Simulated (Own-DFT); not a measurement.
# What a defect does to the pressure of its cell: zincblende GaP

Everything here is calculated. The program is Own-DFT (plane waves, in-house, since retired, never reviewed by a person); positions were held fixed, and spin and spin-orbit coupling were off.

Settings: PBE; PseudoDojo norm-conserving scalar-relativistic files; cutoff 42 hartree; 2 x 3 x 3 k mesh centred on Gamma; Fermi-Dirac smearing of 0.1 eV.

Keep in mind (not all hold for every row): not probed for a lower state with spin; forces on such cells failed a check on a denser k mesh; forces on such cells moved up to 12 meV/angstrom on a denser k mesh; forces on such cells passed a denser k mesh, each cell not checked; stress not checked against mesh or cutoff.

All runs share one cell, with vectors in Å (16.352, 0.000, 0.000); (0.000, 10.901, 0.000); (0.000, 0.000, 10.901) and a volume of 1943.1 Å³. u is the rms random offset of the atoms per axis. The defect's site can differ from row to row.

| cell | formula | u (Å) | P (GPa) |
|---|---|---|---|
| no defect | Ga48P48 | 0.0189 | 2.70 |
| no defect | Ga48P48 | 0.0477 | 3.15 |
| no defect | Ga48P48 | 0.0498 | 3.14 |
| one Ga on a P site and one P on a Ga site | Ga48P48 | 0.0287 | 2.89 |
| one Ga on a P site and one P on a Ga site | Ga48P48 | 0.0293 | 2.93 |
| one Ga on a P site and one P on a Ga site | Ga48P48 | 0.0534 | 3.51 |
| two P vacancies | Ga48P46 | 0.0300 | 2.43 |
| two P vacancies | Ga48P46 | 0.0309 | ? |
| two P vacancies | Ga48P46 | 0.0486 | 2.71 |
| two P vacancies | Ga48P46 | 0.0496 | 2.82 |
| two P on a Ga site each | Ga46P50 | 0.0302 | 2.95 |
| two P on a Ga site each | Ga46P50 | 0.0303 | 2.96 |
| two P on a Ga site each | Ga46P50 | 0.0529 | 3.45 |

## Working it out

P = P0 + c u² + a shift for each defect gives P0 = 2.57 GPa, c = 252 ± 16 GPa/Å² and a scatter of 0.05 GPa. The shifts, and each times the cell's volume:

- two P on a Ga site each: 0.16 ± 0.04 GPa, 2.0 eV (1.0 eV for each of its 2 sites)
- one Ga on a P site and one P on a Ga site: 0.16 ± 0.04 GPa, 1.9 eV
- two P vacancies: -0.39 ± 0.04 GPa, -4.8 eV (-2.4 eV for each of its 2 sites)

Against the defect-free cell, a freed cell would be larger where the shift is positive and smaller where it is negative (160.2 GPa Å³ is 1 eV). The atoms around the defects weren't relaxed, which would change these numbers.

## The run left out

Q: what pressure belongs in the blank (two P vacancies, u = 0.0309 Å)?

Estimate: 2.41 ± 0.06 GPa. Computed: 2.46 GPa.
